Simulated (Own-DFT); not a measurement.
# Hybrid less PBE against volume: monoclinic HfO2, 94 atoms (Hf32O62), with two O vacancies

Calculated, not measured. Each geometry was run twice at fixed positions with Own-DFT, a retired in-house plane-wave program that no person has reviewed: with PBE, and with HSE06 (exact exchange share 0.25 at short range, screening 0.11 per bohr, Gygi-Baldereschi treatment of its divergence). Both used PseudoDojo norm-conserving files made for PBE, a cutoff of 48 hartree, the Gamma point alone, fixed occupations, a neutral cell and no spin. The unstrained cell is 10.1 Å across at its thinnest, so Gamma alone is coarse and defects feel their images. The hafnium file keeps the 4f electrons in the core, and its forces lie about 75 meV/Å off all-electron values. The oxygen file's force components were 24 meV/Å off all-electron values in a glass.

Unstrained cell vectors in Å: (10.234, 0.000, 0.000); (0.000, 10.350, 0.000); (-1.696, 0.000, 10.445), volume V0 = 1106.4 Å³, from measured lattice constants. Each geometry has its own random strain of a few per cent, its own defect sites and random moves of rms u per axis. HSE06 gave the energy alone. D is its energy less that of PBE, over the lowest D shown. The PBE stress wasn't checked against mesh or cutoff.

```
run  V - V0 (Å³)   u (Å)  P with PBE (GPa)  D (eV)
  1        -33.6  0.0309             12.16   0.000
  2         -1.8  0.0275              3.64   0.719
  3         21.3  0.0485              1.81   1.420
  4        -26.5  0.0308              9.75   0.217
  5        -21.2  0.0285              8.67   0.290
  6         -8.7  0.0488              7.19   0.723
  7         -7.7  0.0471              7.61   0.700
  8        -30.4  0.0503             13.46   0.199
  9          0.7  0.0488              5.33   1.037
 10         -4.9  0.0519              6.38   1.002
 11        -31.9  0.0480             14.28       ?
```

## Analysis

D = 0.69 + 0.0237 (V - V0) + 114 u² eV, with an error of 0.0014 on the volume slope, 30 on the last term and a scatter of 0.07 eV. Pressure is -dE/dV, and 1 eV/Å³ is 160.2 GPa, so HSE06 changes the pressure by -3.8 ± 0.2 GPa. With the ions held to the strained lattice, the PBE pressure falls by 254 ± 16 GPa per unit of volume strain; the shape of the strain isn't fitted, so the true error is larger, and a relaxed crystal would be softer. On that slope HSE06's volume at a given pressure is about 1.5 % smaller, or 0.5 % in lengths. At u = 0 and V0 the PBE pressure is 2.7 GPa, which puts the zero-pressure volume, against the measured cell and with the defects in, at +1.1 % for PBE and -0.4 % for HSE06, each good to a few tenths of a per cent.

## Prediction

Asked: what D should run 11 give?

From the fit: 0.20 eV, with rows scattering by 0.07. The run itself gave 0.205 eV.
